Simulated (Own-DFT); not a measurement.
# Strain and stress in wurtzite AlGaN with randomly placed atoms, 96 atoms (Al36Ga12N48)

Calculated results; nothing here was measured. The program, named Own-DFT, is a retired in-house plane-wave density functional code that no person has reviewed. Each row is one single-point run on a periodic cell that was not relaxed, without spin or spin-orbit coupling.

Settings of every run: PBE; PseudoDojo norm-conserving scalar-relativistic files (stringent for Ga); cutoff 96 hartree; 3 x 4 x 3 k mesh centred on Gamma; Gaussian smearing of 0.01 eV.

Known limits: k mesh not checked against a denser one; stress not checked against mesh or cutoff.

Unstrained cell vectors in Å: (12.525, 0.000, 0.000); (-4.697, 8.135, 0.000); (0.000, 0.000, 10.066). The unstrained cell has measured lattice constants (interpolated for alloys), not those of this functional. That, the random moves and any unrelaxed bonds set the pressure at no strain. Each run strains this cell uniformly, with the atoms carried along. Every atom was also moved at random, by a Gaussian of width 0.05 Å on each axis. The random placing of the alloy's atoms differs from row to row. Strain is the symmetric tensor, in per cent. Stress is positive in tension, and the pressure is minus a third of its trace.

```
run,e_xx (%),e_yy (%),e_zz (%),s_xx (GPa),s_yy (GPa),s_zz (GPa),P (GPa),E (meV/atom)
1,3.00,3.00,0.00,7.89,9.21,-2.58,-4.84,12.8
2,-2.75,-2.75,0.00,-24.48,-24.75,-10.52,19.92,56.3
3,-1.75,-1.75,0.00,-17.88,-17.85,-8.82,14.85,46.3
4,2.50,2.50,0.00,7.00,6.90,-4.84,-3.02,4.8
5,2.00,2.00,0.00,3.78,3.86,-4.70,-0.98,22.5
6,-3.00,-3.00,0.00,-25.48,-25.66,-12.68,21.27,77.0
7,-1.00,-1.00,0.00,-13.26,-11.70,-8.16,11.04,20.9
8,2.75,2.75,0.00,7.98,7.67,-3.32,-4.11,0.0
9,1.25,1.25,0.00,?,?,?,?,?
```

E is the free energy for each atom above the lowest run shown.

## Worked fit

The change of volume is close to e_xx + e_yy + e_zz. A straight line through the runs shown gives P = 7.83 - 215 x (fractional change of volume) GPa, with an error of 4 on the slope and a scatter of 0.61 GPa. The strain isn't the same on all axes and the cell isn't cubic, so the slope belongs to this path and is not the bulk modulus.

## Withheld run

Question: what pressure should run 9 give? Its volume changes by 2.52 %.

The line gives 2.4 GPa. The calculation gave 1.37 GPa.
